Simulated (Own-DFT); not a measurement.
# Which defects push the lattice out? zincblende GaAs

Source: density functional calculations with Own-DFT, an unreviewed in-house program that is no longer used. Nothing was measured or relaxed, and spin and spin-orbit coupling are left out.

Common settings: PBE; PseudoDojo norm-conserving scalar-relativistic files; cutoff 42 hartree; 3 x 3 x 3 k mesh centred on Gamma; Fermi-Dirac smearing of 0.1 eV.

Keep in mind (not all hold for every row): not probed for a lower state with spin; forces not confirmed at this smearing and k mesh; stress not checked against mesh or cutoff.

All runs share one cell, with vectors in Å (10.862, 0.000, 0.000); (0.000, 10.862, 0.000); (0.000, 0.000, 11.796) and a volume of 1391.7 Å³, strained against the parent crystal. Atoms were moved at random from their sites; u is the rms move along one axis. The defect's site can differ from row to row.

| cell | formula | u (Å) | P (GPa) |
|---|---|---|---|
| no defect | As32Ga32 | 0.0286 | 6.67 |
| no defect | As32Ga32 | 0.0310 | 6.70 |
| no defect | As32Ga32 | 0.0460 | 7.04 |
| one P on an As site | As31Ga32P | 0.0319 | 6.41 |
| one P on an As site | As31Ga32P | 0.0504 | 6.71 |
| one P on an As site | As31Ga32P | 0.0515 | 6.65 |
| one As vacancy and one Ga vacancy | As31Ga31 | 0.0272 | 5.92 |
| one As vacancy and one Ga vacancy | As31Ga31 | 0.0303 | 5.94 |
| one As vacancy and one Ga vacancy | As31Ga31 | 0.0474 | 6.24 |
| one As vacancy and one Ga vacancy | As31Ga31 | 0.0534 | ? |
| one Al on a Ga site | AlAs32Ga31 | 0.0306 | 6.66 |
| one Al on a Ga site | AlAs32Ga31 | 0.0436 | 6.82 |
| one Al on a Ga site | AlAs32Ga31 | 0.0486 | 6.98 |
| one In on a Ga site | As32Ga31In | 0.0287 | 7.35 |
| one In on a Ga site | As32Ga31In | 0.0302 | 7.45 |
| one In on a Ga site | As32Ga31In | 0.0332 | 7.50 |

## Worked fit

P = P0 + c u² + a shift for each defect gives P0 = 6.52 GPa, c = 216 ± 21 GPa/Å² and a scatter of 0.05 GPa. The shifts, and each times the cell's volume:

- one In on a Ga site: 0.71 ± 0.04 GPa, 6.2 eV
- one Al on a Ga site: -0.07 ± 0.04 GPa, -0.7 eV (not resolved)
- one P on an As site: -0.38 ± 0.04 GPa, -3.3 eV
- one As vacancy and one Ga vacancy: -0.77 ± 0.04 GPa, -6.7 eV

A positive shift means that the defect pushes the cell outwards. Shift times volume (160.2 GPa Å³ is 1 eV) depends little on the cell's size, so, taken for each site, it can be compared between cells at like pressure. The atoms around the defects weren't relaxed, which would change these numbers.

## Withheld run

Question: what pressure belongs in the blank (one As vacancy and one Ga vacancy, u = 0.0534 Å)?

From the fit: 6.37 ± 0.06 GPa. The run itself gave 6.21 GPa.
